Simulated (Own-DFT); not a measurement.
# What a change of functional does to the pressure

Calculated results; nothing here was measured. The program, named Own-DFT, is a retired in-house plane-wave density functional code that no person has reviewed. Each row is one single-point run on a periodic cell that was not relaxed, without spin or spin-orbit coupling.

Known limits, some of them of some rows only: forces on such cells failed a check on a denser k mesh; forces on such cells moved up to 12 meV/angstrom on a denser k mesh; forces on such cells passed a denser k mesh, each cell not checked; stress not checked against mesh or cutoff.

Each cell was run twice at the same cutoff, k mesh and smearing, with PBE and with PBEsol, on PseudoDojo norm-conserving files made for PBE. Atoms were moved at random from their sites; u is the rms move along one axis. Files made for PBEsol would give a somewhat different change.

```
                                      cell  atoms  volume (Å³/atom)  u (Å)  cutoff (hartree)  P with PBE (GPa)  P with PBEsol (GPa)  change (GPa)
C40 NbSi2 with two Nb vacancies (Nb10Si24)     34             15.50  0.080                42              1.65                -1.61         -3.27
C40 NbSi2 with two Nb vacancies (Nb10Si24)     34             15.50  0.031                42              0.17                -3.09         -3.26
C40 NbSi2 with two Nb vacancies (Nb10Si24)     34             15.50  0.077                42              2.06                    ?             ?
                    D0_22 TiAl3 (Al30Ti10)     40             15.63  0.051                42              2.52                 0.62         -1.90
                    D0_22 TiAl3 (Al30Ti10)     40             15.91  0.049                42              0.97                -0.89         -1.87
                    D0_22 TiAl3 (Al30Ti10)     40             15.69  0.050                42              2.36                 0.46         -1.90
                      L1_0 TiAl (Al16Ti16)     32             16.06  0.087                42              3.07                 0.23         -2.84
                      L1_0 TiAl (Al16Ti16)     32             15.90  0.051                42              3.06                 0.18         -2.89
                      L1_0 TiAl (Al16Ti16)     32             16.06  0.157                42              9.11                 6.26         -2.85
                      beta-Si3N4 (N24Si18)     42             10.53  0.050                42              5.40                 3.01         -2.39
                      beta-Si3N4 (N24Si18)     42             10.63  0.054                42              2.90                 0.52         -2.38
                      beta-Si3N4 (N64Si48)    112             10.34  0.053                42             11.43                 9.01         -2.42
```

## Worked reading

Mean change of pressure by composition, in GPa: Nb5Si12, -3.26; AlTi, -2.86; N4Si3, -2.39; Al3Ti, -1.89. At a fixed cell PBEsol gives the lower pressure, because it favours a smaller volume than PBE. Here the change varies more between materials than between cells of one material.

## Withheld value

Question: what PBEsol pressure should the Nb10Si24 cell with the blank give?

Adding the mean change of the cells with its composition, -3.26 GPa, to 2.06 gives -1.2 GPa. The calculation gave -1.20 GPa.
